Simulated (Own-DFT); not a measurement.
# A surface energy from a slab and the bulk: wurtzite AlN, m plane (10-10)

Source: density functional calculations with Own-DFT, an unreviewed in-house program that is no longer used. Nothing was measured or relaxed, and spin and spin-orbit coupling are left out.

Caveats (not all hold for every row): some atoms lie very close together; k mesh not checked against a denser one.

Both sets of runs: PBE; PseudoDojo norm-conserving scalar-relativistic files; cutoff 42 hartree; Gaussian smearing of 0.01 eV. The slab has 128 atoms in 16 layers, two equal faces of 62.02 Å² as cut, 15 Å of vacuum, a dipole correction along the normal and a 6 x 3 x 1 mesh. The bulk cell has 72 atoms, the same measured lattice constants and a 4 x 4 x 3 mesh. In the slab only the 32 atoms nearest the faces were moved at random; u is their rms move along one axis. Energies are counted from -174.06 eV for each atom.

| slab run | u (Å) | E (eV, cell) |
|---|---|---|
| 1 | 0.0470 | 20.337 |
| 2 | 0.0488 | 20.498 |
| 3 | 0.0488 | 20.304 |
| 4 | 0.0500 | 20.071 |
| 5 | 0.0512 | 20.476 |
| 6 | 0.0517 | 20.616 |
| 7 | 0.0533 | 21.563 |
| 8 | 0.0846 | 24.559 |
| 9 | 0.0975 | 28.769 |
| 10 | 0.0981 | 26.904 |
| 11 | 0.1039 | 27.910 |
| 12 | 0.1049 | 28.239 |

```
bulk run,u (Å),E (meV/atom)
1,0.0189,-3.42
2,0.0194,-2.08
3,0.0195,-1.92
4,0.0199,-1.84
5,0.0204,-1.47
6,0.0985,323.10
7,0.0987,333.71
8,0.1021,320.83
9,0.1071,355.15
10,0.1081,343.63
```

Q: what is the energy of the unrelaxed surface?

## Working it out

Take each set to u = 0 with E = a + b u². Residuals are scaled by 1/(u² + 0.0006 Å²) to tame the large moves. Slab: a = 18.13 ± 0.23 eV. Bulk: a = -14.9 ± 0.7 meV/atom. The excess is 18.13 - 128 x (-0.0149) = 20.03 ± 0.24 eV. Over two faces that is 162 meV/Å², or 2.59 ± 0.03 J/m². Relaxing the faces would lower the energy, and the unlike meshes and the reach from the smallest u down to zero add errors that aren't counted here.
